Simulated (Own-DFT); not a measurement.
Al3GaN4 (wurtzite random alloy, strained, atoms displaced) (calculated)

A calculation, not a measurement: plane-wave PBE density functional theory by an unreviewed code, no spin, of a simulated periodic cell, stress positive in tension, free energy of the whole cell less one offset for each atom, forces on such cells passed a denser k mesh, this cell's mesh not checked; offsets are fitted by least squares, one for each functional and potential file, so energies compare only between cells with the same atoms and settings and are not formation energies; the far tail of each file's local potential was reset to the Coulomb form; each entry is a single point on an unrelaxed cell, so the pressure reflects the starting lattice, mostly measured values, from which strain is counted, and rises with the displacements; printed positions are rounded, which can move forces by about a meV/angstrom; the program is a retired in-house code; no spin-orbit coupling. Program: Own-DFT development build.

Common to all runs: functional PBE; potential files PseudoDojo norm-conserving, scalar-relativistic, standard set with the stringent files for Ga; wave cutoff 96 hartree; occupations Gaussian; smearing width 0.01 eV; k mesh 4 x 4 x 3 centred on Gamma.

(1) 
```cif
# cell vector a (Å): 9.3938 0.0000 0.0000
# cell vector b (Å): -4.6969 8.1352 0.0000
# cell vector c (Å): 0.0000 0.0000 10.2668
data_Al3GaN4
_symmetry_space_group_name_H-M 'P 1'
_symmetry_Int_Tables_number 1
_cell_length_a 9.3938
_cell_length_b 9.3937
_cell_length_c 10.2668
_cell_angle_alpha 90.000
_cell_angle_beta 90.000
_cell_angle_gamma 120.000
_cell_volume 784.59
loop_
_atom_site_label
_atom_site_type_symbol
_atom_site_fract_x
_atom_site_fract_y
_atom_site_fract_z
_atom_site_occupancy
Al1 Al 0.11949 0.22798 0.99347 1
Al2 Al 0.22814 0.12707 0.24483 1
N1 N 0.11311 0.22658 0.18055 1
N2 N 0.22622 0.10898 0.44601 1
Al3 Al 0.11084 0.22464 0.49808 1
Al4 Al 0.22236 0.10407 0.75393 1
N3 N 0.10982 0.21811 0.69111 1
N4 N 0.21663 0.11739 0.93863 1
Al5 Al 0.11910 0.55239 0.99492 1
Al6 Al 0.21216 0.44677 0.24678 1
N5 N 0.11719 0.55020 0.19479 1
N6 N 0.22141 0.44559 0.44136 1
Ga1 Ga 0.10752 0.55634 0.48265 1
Al7 Al 0.22307 0.45362 0.75780 1
N7 N 0.11908 0.56381 0.69494 1
N8 N 0.21998 0.43907 0.93759 1
Ga2 Ga 0.11403 0.89148 0.00009 1
Al8 Al 0.22012 0.78284 0.25190 1
N9 N 0.09861 0.88799 0.19268 1
N10 N 0.20609 0.76623 0.43475 1
Ga3 Ga 0.11387 0.89618 0.49370 1
Al9 Al 0.22948 0.78654 0.74623 1
N11 N 0.11648 0.89148 0.69242 1
N12 N 0.21988 0.78023 0.94733 1
Ga4 Ga 0.44616 0.22406 0.00490 1
Al10 Al 0.55761 0.10268 0.25264 1
N13 N 0.43839 0.20891 0.19417 1
N14 N 0.56517 0.11195 0.44717 1
Ga5 Ga 0.44517 0.21529 0.50495 1
Al11 Al 0.55410 0.10518 0.75186 1
N15 N 0.43419 0.22008 0.68965 1
N16 N 0.55154 0.10582 0.92948 1
Al12 Al 0.43647 0.55396 0.00573 1
Ga6 Ga 0.55173 0.42884 0.24781 1
N17 N 0.43907 0.55631 0.19706 1
N18 N 0.54928 0.43488 0.43899 1
Ga7 Ga 0.45537 0.56393 0.50307 1
Al13 Al 0.55574 0.44036 0.74561 1
N19 N 0.44573 0.55335 0.70080 1
N20 N 0.55314 0.44450 0.93442 1
Al14 Al 0.44777 0.88609 0.00095 1
Al15 Al 0.54840 0.78015 0.25405 1
N21 N 0.45295 0.88981 0.18175 1
N22 N 0.55375 0.78071 0.43725 1
Al16 Al 0.43675 0.87533 0.49690 1
Al17 Al 0.54505 0.77600 0.75019 1
N23 N 0.44277 0.88919 0.69257 1
N24 N 0.55955 0.78251 0.94699 1
Al18 Al 0.77590 0.20819 0.00392 1
Al19 Al 0.89656 0.12048 0.25469 1
N25 N 0.77243 0.22066 0.19664 1
N26 N 0.89687 0.10752 0.43964 1
Al20 Al 0.77013 0.22850 0.50264 1
Al21 Al 0.88950 0.11504 0.74761 1
N27 N 0.78560 0.22784 0.69646 1
N28 N 0.88711 0.09883 0.93831 1
Ga8 Ga 0.78052 0.55163 0.99482 1
Al22 Al 0.88676 0.44403 0.24274 1
N29 N 0.76719 0.54825 0.19295 1
N30 N 0.88708 0.43994 0.44978 1
Ga9 Ga 0.77513 0.56173 0.50752 1
Al23 Al 0.87879 0.42855 0.75625 1
N31 N 0.78514 0.55814 0.68320 1
N32 N 0.87718 0.43183 0.94352 1
Al24 Al 0.77394 0.87526 0.00431 1
Al25 Al 0.89311 0.77989 0.25008 1
N33 N 0.78065 0.89556 0.18830 1
N34 N 0.87983 0.77434 0.44165 1
Al26 Al 0.76662 0.88644 0.49378 1
Al27 Al 0.89196 0.78570 0.75134 1
N35 N 0.77397 0.88675 0.68697 1
N36 N 0.89276 0.77709 0.93619 1
_calc_free_energy_of_cell_above_offsets '-22.311'  # eV
_calc_pressure 2.69  # GPa
_calc_stress_xx -4.82  # GPa
_calc_stress_yy -5.75  # GPa
_calc_stress_zz 2.51  # GPa
_calc_stress_yz 0.44  # GPa
_calc_stress_xz 0.13  # GPa
_calc_stress_xy 0.6  # GPa
```

Force:
| element | x (eV/Å) | y (eV/Å) | z (eV/Å) |
| --- | --- | --- | --- |
| Al | -2.191 | -1.585 | 0.659 |
| Al | -1.056 | -2.25 | 1.351 |
| N | -0.202 | 0.44 | 0.778 |
| N | -1.369 | 2.022 | -2.629 |
| Al | 0.813 | 0.007 | 1.554 |
| Al | -1.446 | 1.261 | -0.452 |
| N | 0.059 | 0.848 | 0.003 |
| N | 1.924 | -0.703 | -0.237 |
| Al | -2.12 | 0.426 | 0.63 |
| Al | 3.984 | -1.609 | 1.809 |
| N | -3.968 | 2.298 | -1.898 |
| N | 0.871 | -0.607 | -1.213 |
| Ga | 0.596 | -2.03 | 3.221 |
| Al | 0.455 | -1.529 | -2.141 |
| N | -0.749 | -0.498 | 0.385 |
| N | 0.186 | 1.336 | 0.592 |
| Ga | -0.964 | 0.448 | 0.545 |
| Al | 0.131 | -0.351 | -1.42 |
| N | 2.65 | 1.227 | 0.16 |
| N | 1.975 | 3.636 | -0.88 |
| Ga | -1.177 | -1.837 | 1.595 |
| Al | -1.295 | -1.635 | 1.112 |
| N | -0.454 | -0.426 | -0.079 |
| N | 2.222 | -1.069 | -1.09 |
| Ga | 0.088 | -0.43 | -1.224 |
| Al | -0.602 | 0.481 | 0.514 |
| N | 1.105 | -0.523 | -0.405 |
| N | -1.253 | -2.604 | -1.589 |
| Ga | -0.437 | 0.518 | 0.06 |
| Al | -0.314 | 1.314 | -0.893 |
| N | 2.121 | -0.133 | 1.16 |
| N | 0.666 | -0.189 | 2.131 |
| Al | 1.47 | 0.465 | -0.124 |
| Ga | -1.458 | 1.615 | 1.141 |
| N | -0.083 | -0.189 | -1.098 |
| N | 0.206 | 0.788 | 0.172 |
| Ga | -0.952 | -2.114 | 0.355 |
| Al | 0.136 | 0.454 | 0.586 |
| N | -0.438 | 0.623 | -0.779 |
| N | -0.647 | 0.37 | 0.445 |
| Al | -0.934 | 0.592 | -0.673 |
| Al | 2.225 | -0.704 | -1.212 |
| N | -2.009 | 0.095 | 1.748 |
| N | -0.49 | 0.266 | -0.353 |
| Al | -1 | 1.457 | 0.999 |
| Al | 2.168 | 0.116 | 0.887 |
| N | 0.446 | 0.028 | -1.506 |
| N | -0.587 | -1.632 | -1.204 |
| Al | -0.314 | 0.069 | -0.478 |
| Al | -0.035 | -1.238 | -0.649 |
| N | 0.887 | 0.084 | -1.006 |
| N | -1.759 | 0.479 | -0.262 |
| Al | 3.128 | -0.302 | 1.06 |
| Al | 1.059 | -1.224 | 0.459 |
| N | -1.512 | -2.454 | -1.68 |
| N | -0.22 | 0.96 | 0.224 |
| Ga | -1.318 | 0.498 | 0.87 |
| Al | -0.1 | 0.044 | 1.244 |
| N | 2.094 | 1.527 | -0.646 |
| N | -1.431 | -0.062 | -2.546 |
| Ga | 0.666 | -1.219 | -1.863 |
| Al | 0.623 | 3.929 | -0.261 |
| N | -0.652 | -0.558 | 3.771 |
| N | 2.622 | -0.386 | -0.236 |
| Al | 0.37 | 1.531 | -0.168 |
| Al | -2.66 | -1.067 | 0.765 |
| N | -0.156 | -0.707 | 1.001 |
| N | -0.077 | 1.365 | -1.351 |
| Al | 1.989 | 1 | 1.275 |
| Al | 0.185 | -0.782 | -0.755 |
| N | -0.778 | 0.132 | -0.154 |
| N | -0.913 | -0.105 | -0.105 |

(2) 
```cif
# cell vector a (Å): 9.3938 0.0000 0.0000
# cell vector b (Å): -4.6969 8.1352 0.0000
# cell vector c (Å): 0.0000 0.0000 10.2668
data_Al3GaN4
_symmetry_space_group_name_H-M 'P 1'
_symmetry_Int_Tables_number 1
_cell_length_a 9.3938
_cell_length_b 9.3937
_cell_length_c 10.2668
_cell_angle_alpha 90.000
_cell_angle_beta 90.000
_cell_angle_gamma 120.000
_cell_volume 784.59
loop_
_atom_site_label
_atom_site_type_symbol
_atom_site_fract_x
_atom_site_fract_y
_atom_site_fract_z
_atom_site_occupancy
Ga1 Ga 0.11394 0.22292 0.99893 1
Al1 Al 0.23204 0.11831 0.24401 1
N1 N 0.11055 0.22535 0.19159 1
N2 N 0.22826 0.11536 0.44660 1
Al2 Al 0.10402 0.22271 0.49914 1
Al3 Al 0.21966 0.10587 0.75250 1
N3 N 0.10944 0.22205 0.69145 1
N4 N 0.22218 0.10914 0.93457 1
Al4 Al 0.11015 0.55530 0.99871 1
Ga2 Ga 0.21592 0.43735 0.24533 1
N5 N 0.11271 0.55706 0.19180 1
N6 N 0.22524 0.44357 0.44138 1
Al5 Al 0.12096 0.56387 0.51018 1
Al6 Al 0.21523 0.43899 0.75951 1
N7 N 0.11573 0.56213 0.68333 1
N8 N 0.22283 0.44268 0.94265 1
Al7 Al 0.11137 0.89290 0.00173 1
Ga3 Ga 0.21347 0.77226 0.25044 1
N9 N 0.11103 0.88587 0.18763 1
N10 N 0.23491 0.78352 0.43678 1
Al8 Al 0.11062 0.89445 0.49298 1
Al9 Al 0.21530 0.77814 0.74725 1
N11 N 0.10931 0.88814 0.69111 1
N12 N 0.22448 0.78619 0.93987 1
Al10 Al 0.44857 0.21562 0.00464 1
Al11 Al 0.55496 0.10597 0.25405 1
N13 N 0.44274 0.21865 0.19129 1
N14 N 0.54667 0.10341 0.44686 1
Al12 Al 0.43583 0.21749 0.49860 1
Al13 Al 0.55274 0.11368 0.75051 1
N15 N 0.44355 0.22373 0.68997 1
N16 N 0.55035 0.11299 0.93905 1
Al14 Al 0.44902 0.56716 0.00256 1
Ga4 Ga 0.55870 0.43949 0.24594 1
N17 N 0.44320 0.54939 0.19109 1
N18 N 0.55023 0.44580 0.44298 1
Al15 Al 0.44673 0.56012 0.49420 1
Al16 Al 0.55798 0.45232 0.74033 1
N19 N 0.44274 0.55125 0.69193 1
N20 N 0.54920 0.43892 0.94404 1
Al17 Al 0.43708 0.88799 0.00413 1
Al18 Al 0.56608 0.76876 0.24783 1
N21 N 0.43544 0.88518 0.19381 1
N22 N 0.55603 0.77983 0.43320 1
Ga5 Ga 0.44239 0.88839 0.49344 1
Al19 Al 0.56695 0.79172 0.75044 1
N23 N 0.44828 0.88547 0.68854 1
N24 N 0.56100 0.77294 0.94576 1
Al20 Al 0.77383 0.21020 0.99858 1
Ga6 Ga 0.87965 0.11327 0.24866 1
N25 N 0.77741 0.22559 0.19563 1
N26 N 0.89110 0.10664 0.44665 1
Al21 Al 0.78459 0.22143 0.50182 1
Al22 Al 0.88373 0.10308 0.74401 1
N27 N 0.78921 0.23172 0.68929 1
N28 N 0.89049 0.12164 0.94251 1
Ga7 Ga 0.78231 0.55337 0.99886 1
Ga8 Ga 0.88166 0.43335 0.24354 1
N29 N 0.78542 0.56367 0.19171 1
N30 N 0.88669 0.44886 0.44595 1
Al23 Al 0.77408 0.55619 0.50394 1
Al24 Al 0.88242 0.44087 0.74695 1
N31 N 0.77616 0.55559 0.68867 1
N32 N 0.88937 0.45153 0.94996 1
Al25 Al 0.77576 0.88852 0.00485 1
Al26 Al 0.90038 0.78811 0.24833 1
N33 N 0.78140 0.89204 0.19424 1
N34 N 0.89743 0.78594 0.43643 1
Al27 Al 0.77409 0.88567 0.50015 1
Ga9 Ga 0.88586 0.77693 0.74874 1
N35 N 0.78790 0.89368 0.68959 1
N36 N 0.88263 0.77011 0.94228 1
_calc_free_energy_of_cell_above_offsets '-22.811'  # eV
_calc_pressure 2.68  # GPa
_calc_stress_xx -5.27  # GPa
_calc_stress_yy -6.26  # GPa
_calc_stress_zz 3.49  # GPa
_calc_stress_yz -0.74  # GPa
_calc_stress_xz -0.26  # GPa
_calc_stress_xy 0.44  # GPa
```

Force:
| element | x (eV/Å) | y (eV/Å) | z (eV/Å) |
| --- | --- | --- | --- |
| Ga | 0.165 | -0.238 | 0.373 |
| Al | -1.658 | -1.224 | 1.541 |
| N | 0.737 | -2.511 | -0.49 |
| N | -2.04 | -0.654 | -1.986 |
| Al | 2.03 | 0.692 | 0.89 |
| Al | -0.065 | 1.084 | -0.917 |
| N | -0.12 | -0.447 | 0.061 |
| N | 0.635 | -0.342 | 1.169 |
| Al | 0.181 | 0.591 | 0.607 |
| Ga | 0.359 | 2.054 | 1.716 |
| N | -0.465 | -1.129 | -1.807 |
| N | -0.973 | 0.178 | 0.271 |
| Al | -0.463 | -0.752 | -2.944 |
| Al | 0.838 | 0.742 | -1.56 |
| N | -0.451 | -0.852 | 2.955 |
| N | -0.512 | 1.834 | -0.199 |
| Al | -0.269 | -0.751 | -0.576 |
| Ga | 0.897 | 0.183 | 0.643 |
| N | -0.753 | 2.156 | -0.489 |
| N | -3.709 | -1.708 | 0.701 |
| Al | 1.347 | -0.274 | 1.154 |
| Al | 1.42 | 0.272 | 0.532 |
| N | 0.463 | 0.42 | -1.161 |
| N | -0.137 | -1.258 | -0.437 |
| Al | -2.029 | 1.746 | -0.728 |
| Al | -0.723 | -0.355 | 0.628 |
| N | 1.4 | -0.806 | -0.716 |
| N | 1.186 | 3.169 | -1.584 |
| Al | 1.572 | 1.386 | 1.257 |
| Al | 0.296 | -0.141 | -0.69 |
| N | 0.136 | -0.223 | -0.187 |
| N | 2.057 | -1.145 | -0.045 |
| Al | 0.833 | -3.157 | 0.102 |
| Ga | -0.068 | 1.11 | 0.951 |
| N | 0.031 | 1.165 | -0.936 |
| N | 1.187 | -0.355 | -0.025 |
| Al | -0.614 | -0.576 | 1.139 |
| Al | -0.291 | -1.643 | 1.913 |
| N | -0.942 | 1.737 | -0.546 |
| N | -0.123 | 0.137 | -0.647 |
| Al | 0.942 | 0.03 | 0.077 |
| Al | -2.367 | 0.283 | 0.426 |
| N | 2.389 | 0.708 | -1.147 |
| N | 1.545 | -0.524 | 0.195 |
| Ga | 1.537 | -0.249 | 1.667 |
| Al | -0.343 | -2.381 | 0.324 |
| N | -0.87 | 0.935 | 0.966 |
| N | -1.473 | 2.525 | -1.055 |
| Al | -1.742 | 2.283 | 0.481 |
| Ga | 2.162 | -0.371 | 1.328 |
| N | -1.65 | -3.025 | -2.33 |
| N | -1.326 | 0.055 | -0.574 |
| Al | -1.439 | 0.658 | -0.007 |
| Al | 0.599 | 2.541 | 1.104 |
| N | -0.895 | -2.138 | 0.197 |
| N | 0.511 | -2.707 | -1.133 |
| Ga | -3.016 | 0.137 | 1.126 |
| Ga | 0.183 | 3.98 | 2.226 |
| N | -0.287 | 0.234 | 0.118 |
| N | 0.974 | -0.579 | -0.015 |
| Al | 0.384 | 0.091 | -1.172 |
| Al | 0.802 | 1.567 | 0.733 |
| N | 0.277 | -0.494 | -0.252 |
| N | 2.795 | -2.894 | -2.407 |
| Al | 1.011 | 0.265 | -0.262 |
| Al | -0.759 | -1.258 | 0.655 |
| N | 0.297 | -0.697 | -1.238 |
| N | -1.138 | -0.944 | 0.26 |
| Al | 0.569 | 0.002 | -0.384 |
| Ga | 1.088 | -0.315 | 1.156 |
| N | -2.174 | -0.635 | -1.009 |
| N | 0.049 | 2.807 | 0.014 |

(3) 
```cif
# cell vector a (Å): 9.3938 0.0000 0.0000
# cell vector b (Å): -4.6969 8.1352 0.0000
# cell vector c (Å): 0.0000 0.0000 10.2668
data_Al3GaN4
_symmetry_space_group_name_H-M 'P 1'
_symmetry_Int_Tables_number 1
_cell_length_a 9.3938
_cell_length_b 9.3937
_cell_length_c 10.2668
_cell_angle_alpha 90.000
_cell_angle_beta 90.000
_cell_angle_gamma 120.000
_cell_volume 784.59
loop_
_atom_site_label
_atom_site_type_symbol
_atom_site_fract_x
_atom_site_fract_y
_atom_site_fract_z
_atom_site_occupancy
Al1 Al 0.10948 0.22158 0.00068 1
Ga1 Ga 0.22491 0.12062 0.24462 1
N1 N 0.10837 0.21645 0.19219 1
N2 N 0.22422 0.10705 0.44175 1
Al2 Al 0.10486 0.21109 0.50018 1
Al3 Al 0.22995 0.11375 0.74529 1
N3 N 0.11242 0.21980 0.69376 1
N4 N 0.22496 0.11443 0.94243 1
Ga2 Ga 0.12060 0.56560 0.00326 1
Al4 Al 0.20640 0.43794 0.24143 1
N5 N 0.10819 0.54567 0.18434 1
N6 N 0.21950 0.43913 0.44172 1
Ga3 Ga 0.11405 0.55876 0.50882 1
Al5 Al 0.21876 0.44830 0.74233 1
N7 N 0.09624 0.54863 0.69211 1
N8 N 0.21776 0.44462 0.94400 1
Al6 Al 0.11789 0.88653 0.99837 1
Ga4 Ga 0.21765 0.77133 0.23518 1
N9 N 0.11450 0.88562 0.19266 1
N10 N 0.21406 0.77680 0.44216 1
Al7 Al 0.10608 0.88615 0.49555 1
Al8 Al 0.23129 0.79240 0.75303 1
N11 N 0.10599 0.89473 0.68834 1
N12 N 0.22271 0.77875 0.95121 1
Al9 Al 0.44664 0.23631 0.00283 1
Ga5 Ga 0.56187 0.11413 0.25939 1
N13 N 0.45988 0.22559 0.18758 1
N14 N 0.54471 0.11840 0.44019 1
Ga6 Ga 0.43786 0.21189 0.50805 1
Ga7 Ga 0.54895 0.10956 0.75471 1
N15 N 0.44372 0.23009 0.68739 1
N16 N 0.56334 0.11509 0.93303 1
Al10 Al 0.44717 0.55342 0.00685 1
Al11 Al 0.56388 0.46717 0.24565 1
N17 N 0.44164 0.54527 0.19485 1
N18 N 0.54493 0.44456 0.44230 1
Al12 Al 0.44188 0.55603 0.50776 1
Al13 Al 0.54744 0.44092 0.76308 1
N19 N 0.44327 0.55470 0.69382 1
N20 N 0.56496 0.44279 0.93054 1
Ga8 Ga 0.43833 0.88381 0.00051 1
Al14 Al 0.54622 0.77544 0.24841 1
N21 N 0.44300 0.88100 0.19644 1
N22 N 0.55648 0.77569 0.44085 1
Al15 Al 0.44485 0.88122 0.49644 1
Al16 Al 0.56096 0.78544 0.74175 1
N23 N 0.44416 0.88545 0.69180 1
N24 N 0.56333 0.77037 0.94149 1
Al17 Al 0.77053 0.20812 0.99592 1
Ga9 Ga 0.89489 0.11121 0.25644 1
N25 N 0.77897 0.22211 0.18593 1
N26 N 0.90128 0.12281 0.44546 1
Al18 Al 0.79000 0.22019 0.50413 1
Al19 Al 0.89015 0.11644 0.74617 1
N27 N 0.78004 0.22180 0.68000 1
N28 N 0.89543 0.11079 0.94212 1
Al20 Al 0.76995 0.55090 0.99920 1
Al21 Al 0.87501 0.43270 0.24638 1
N29 N 0.78374 0.55991 0.19049 1
N30 N 0.89749 0.44433 0.44742 1
Al22 Al 0.78158 0.55731 0.50427 1
Al23 Al 0.89373 0.44368 0.74950 1
N31 N 0.77161 0.55034 0.69228 1
N32 N 0.89004 0.43379 0.93716 1
Al24 Al 0.77611 0.88687 0.99984 1
Al25 Al 0.88413 0.77830 0.24557 1
N33 N 0.78086 0.88590 0.19518 1
N34 N 0.89133 0.78246 0.43956 1
Al26 Al 0.77475 0.89194 0.49607 1
Al27 Al 0.89195 0.78281 0.74636 1
N35 N 0.77267 0.88121 0.68826 1
N36 N 0.89452 0.77805 0.94192 1
_calc_free_energy_of_cell_above_offsets '-21.366'  # eV
_calc_pressure 3.07  # GPa
_calc_stress_xx -7.8  # GPa
_calc_stress_yy -2.95  # GPa
_calc_stress_zz 1.55  # GPa
_calc_stress_yz 0.25  # GPa
_calc_stress_xz -0.73  # GPa
_calc_stress_xy 0.41  # GPa
```

Force:
| element | x (eV/Å) | y (eV/Å) | z (eV/Å) |
| --- | --- | --- | --- |
| Al | 0.241 | 0.169 | -0.269 |
| Ga | 2.731 | -1.35 | 1.391 |
| N | -0.634 | 1.739 | -1.779 |
| N | -2.067 | -0.455 | -0.372 |
| Al | 2.654 | 2.256 | 1.026 |
| Al | -1.635 | 0.008 | 1.096 |
| N | -0.34 | 0.383 | -0.733 |
| N | 0.581 | -0.095 | -0.448 |
| Ga | -1.321 | -3.079 | -0.917 |
| Al | 2.372 | -0.147 | 2.355 |
| N | -1.753 | 0.029 | 1.165 |
| N | 0.377 | -0.005 | -0.49 |
| Ga | 0.429 | -0.218 | -1.308 |
| Al | 0.401 | -0.62 | 1.309 |
| N | 2.765 | 2.554 | 1.098 |
| N | 2.294 | -0.264 | -0.814 |
| Al | -2.335 | 1.298 | 1.13 |
| Ga | 0.068 | -0.364 | 2.912 |
| N | -2.12 | 0.735 | -1.623 |
| N | 1.664 | 0.686 | -0.189 |
| Al | 0.496 | 0.453 | 0.258 |
| Al | -1.394 | -1.933 | -0.358 |
| N | 1.897 | -0.2 | 0.112 |
| N | -0.282 | 1.041 | -3.07 |
| Al | 1.104 | -2.162 | 0.174 |
| Ga | -0.564 | -0.486 | -0.854 |
| N | -1.82 | 1.572 | -0.839 |
| N | 4.902 | -2.579 | 0.751 |
| Ga | -1.366 | 2.833 | -1.042 |
| Ga | 0.881 | 1.006 | -1.837 |
| N | 0.295 | -0.594 | 2.191 |
| N | -1.691 | -0.686 | 2.024 |
| Al | -0.716 | -0.214 | -1.142 |
| Al | 2.368 | -3.548 | 2.937 |
| N | -2.792 | 1.9 | -1.844 |
| N | 1.653 | 0.966 | -0.755 |
| Al | 0.305 | -1.114 | -0.84 |
| Al | 0.789 | 1.114 | -4.382 |
| N | -0.611 | 0.561 | 0.024 |
| N | -1.965 | 0.232 | 3.608 |
| Ga | 2.473 | 1.367 | 0.583 |
| Al | 2.161 | -0.79 | 0.868 |
| N | 0.008 | 1.097 | -1.167 |
| N | -0.492 | 0.341 | -0.473 |
| Al | -1.955 | 1.1 | 0.014 |
| Al | 0.155 | -1.899 | 1.702 |
| N | -0.427 | -0.046 | -0.906 |
| N | -1.269 | 0.143 | -0.545 |
| Al | 1.306 | 1.877 | 0.562 |
| Ga | -1.27 | -0.376 | -0.463 |
| N | 0.481 | -0.763 | -0.263 |
| N | -1.469 | -2.842 | -0.661 |
| Al | -2.725 | 1.425 | -0.859 |
| Al | 0.535 | -0.941 | 0.807 |
| N | 0.016 | -0.219 | 1.863 |
| N | -1.138 | -0.885 | -0.761 |
| Al | 2.874 | 0.845 | -0.297 |
| Al | 1.175 | 1.611 | 1.247 |
| N | -0.726 | -0.348 | -0.821 |
| N | -2.281 | -0.923 | -1.905 |
| Al | -0.936 | -0.812 | -0.197 |
| Al | -2.837 | -0.938 | 0.854 |
| N | 0.337 | 0.633 | 0.233 |
| N | -1.269 | 0.503 | 0.31 |
| Al | 1.43 | 0.485 | 0.29 |
| Al | 2.28 | -0.005 | 1.245 |
| N | -2.064 | -0.137 | -1.029 |
| N | -0.978 | -0.564 | -0.405 |
| Al | 1.273 | -0.481 | 0.597 |
| Al | -0.438 | -1.571 | 0.906 |
| N | 0.295 | 1.903 | -0.681 |
| N | -0.384 | -0.213 | -0.306 |
